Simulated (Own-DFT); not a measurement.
## Calculated data, In3GaP4 (zincblende random alloy, atoms displaced)

A calculation, not a measurement: plane-wave PBE density functional theory by an unreviewed code, no spin, of a simulated periodic cell, stress positive in tension, free energy of the whole cell less one offset for each atom, forces on such cells passed a denser k mesh, this cell's mesh not checked; offsets are fitted by least squares, one for each functional and potential file, so energies compare only between cells with the same atoms and settings and are not formation energies; the far tail of each file's local potential was reset to the Coulomb form; each entry is a single point on an unrelaxed cell, so the pressure reflects the starting lattice, mostly measured values, from which strain is counted, and rises with the displacements; printed positions are rounded, which can move forces by about a meV/angstrom; the program is a retired in-house code; no spin-orbit coupling. Program: Own-DFT development build.

```xyz
64
Lattice="11.5283 0.0000 0.0000 0.0000 11.5283 0.0000 0.0000 0.0000 11.5283" Properties=species:S:1:pos:R:3 formula=In3GaP4 functional=PBE potential_files=PseudoDojo_norm-conserving,scalar-relativistic,standard_set wave_cutoff=42 occupations=Fermi-Dirac smearing_width=0.1 k_mesh=3_x_3_x_3_centred_on_Gamma
In     0.0958     0.0463     0.0836
In     0.1472     2.8504     3.0871
In     2.8268     0.0029     2.8555
In     2.9063     2.9613    11.4692
P      1.4149     1.3783     1.3859
P      1.5595     4.1594     4.2366
P      4.2595     1.3998     4.5301
P      4.3502     4.4123     1.4572
Ga    11.4802     0.0450     5.7154
In    11.4162     3.0744     8.6885
In     2.8257    11.4833     8.7152
In     2.8467     2.8199     5.6824
P      1.3066     1.5240     7.1341
P      1.4101     4.3023    10.0046
P      4.2570     1.5139    10.0735
P      4.2478     4.2676     7.1717
In    11.4595     5.8691    11.5007
In    11.4949     8.5688     2.8772
Ga     2.9117     5.9060     3.0815
Ga     2.8965     8.5909     0.0099
P      1.5408     7.2796     1.3602
P      1.4945    10.1143     4.3177
P      4.2457     7.2787     4.4579
P      4.3591    10.1644     1.4998
Ga    11.4343     5.8018     5.7318
In     0.1377     8.6329     8.7493
In     2.7625     5.7878     8.5377
In     2.8894     8.6920     5.8251
P      1.4014     7.1424     7.3126
P      1.4822    10.1219    10.0182
P      4.3820     7.2170    10.2228
P      4.3744    10.0459     7.1113
In     5.8264     0.0907    11.5000
In     5.6823     2.8738     2.9558
In     8.5966     0.0205     2.8958
In     8.7222     2.6589     0.0238
P      7.2444     1.5656     1.4769
P      7.1935     4.3401     4.3246
P     10.1211     1.3717     4.1660
P     10.0843     4.3448     1.4096
In     5.7687    11.4109     5.8023
Ga     5.7015     2.6951     8.5761
In     8.6178    11.4978     8.7076
In     8.4976     2.8253     5.7314
P      7.0736     1.4185     7.2979
P      7.2884     4.3248    10.0771
P     10.2571     1.5451    10.0854
P     10.0085     4.2991     7.3352
In     5.7889     5.8234     0.0598
Ga     5.7091     8.6860     2.8494
In     8.6976     5.9513     2.9995
In     8.6833     8.5366     0.0067
P      7.2056     7.1659     1.3657
P      7.1012    10.1416     4.2592
P     10.1552     7.1645     4.2079
P     10.1948    10.0923     1.5001
Ga     5.8055     5.8682     5.7858
In     5.7595     8.7275     8.5652
Ga     8.6343     5.9725     8.7536
In     8.6894     8.6351     5.7794
P      7.2980     7.1646     7.1658
P      7.1054    10.0545    10.0351
P     10.1729     7.2201    10.0732
P     10.1446    10.1377     7.3475
```

Units: wave_cutoff in hartree; smearing_width in eV.

Question: What stress xx does the calculation give for In3GaP4 (zincblende random alloy, atoms displaced)?
Answer: -5.54 GPa

Further results for In3GaP4 (zincblende random alloy, atoms displaced):

```
free energy of cell above offsets : -25.624 eV
pressure                          : 5.18 GPa
stress yy                         : -5.05 GPa
stress zz                         : -4.94 GPa
stress yz                         : 0.29 GPa
stress xz                         : -0.45 GPa
stress xy                         : -0.89 GPa
```

Force:
```csv
element,x (eV/Å),y (eV/Å),z (eV/Å)
In,-1.321,-1.375,-1.674
In,-1.965,-0.582,-3.243
In,0.711,0.491,0.39
In,-0.553,0.396,0.964
P,1.614,2.242,1.234
P,0.618,4.65,1.119
P,1.277,-1.096,-2.237
P,-1.185,0.133,1.151
Ga,0.265,-0.269,0.314
In,1.34,-1.311,-0.696
In,0.947,1.447,-2.129
In,-0.197,0.554,2.036
P,-0.337,-1.083,0.373
P,0.506,1.194,1.302
P,1.172,-0.432,-0.695
P,1.707,0.444,0.14
In,1.331,-1.678,0.938
In,1.87,1.016,-0.382
Ga,-0.156,-0.862,-1.341
Ga,0.726,0.99,-0.251
P,0.336,-0.683,0.946
P,-1.699,-0.139,0.9
P,1.932,-0.982,-1.364
P,0.022,-1.41,-0.825
Ga,0.406,-1.021,0.664
In,-0.981,0.269,-0.806
In,2.398,-1.344,1.867
In,-1.625,-0.17,0.284
P,-1.469,1.057,-3.151
P,0.177,-1.213,2.832
P,-1.412,0.914,-1.449
P,-1.258,0.517,1.627
In,-0.392,-0.058,0.33
In,-0.415,0.086,0.126
In,-0.039,-0.671,-0.954
In,0.324,2.353,-0.591
P,-1.156,-1.145,0.576
P,-0.689,1.382,0.28
P,-0.14,-0.031,2.451
P,0.187,-0.205,1.043
In,0.292,1.349,-0.245
Ga,-0.45,1.975,0.61
In,0.369,0.882,0.365
In,1.079,-0.115,0.55
P,0.671,-0.273,-0.355
P,-0.4,-0.16,-0.787
P,-0.89,-2.197,0.085
P,-1.554,2.568,-2.205
In,0.145,-1.734,-1.021
Ga,0.059,-0.228,-0.119
In,-1.886,-2.797,-2.232
In,0.065,1.51,-0.09
P,-0.077,1.496,2.459
P,0.599,-1.793,-0.362
P,1.216,0.769,3.405
P,-1.376,0.037,-0.762
Ga,-0.422,-1.174,0.07
In,-0.231,-1.728,0.272
Ga,-0.024,-1.607,-0.313
In,0.426,0.918,-0.366
P,-0.745,-0.458,0.576
P,1.25,0.173,1.22
P,-1.545,0.327,-1.123
P,0.553,-0.117,-1.728
```
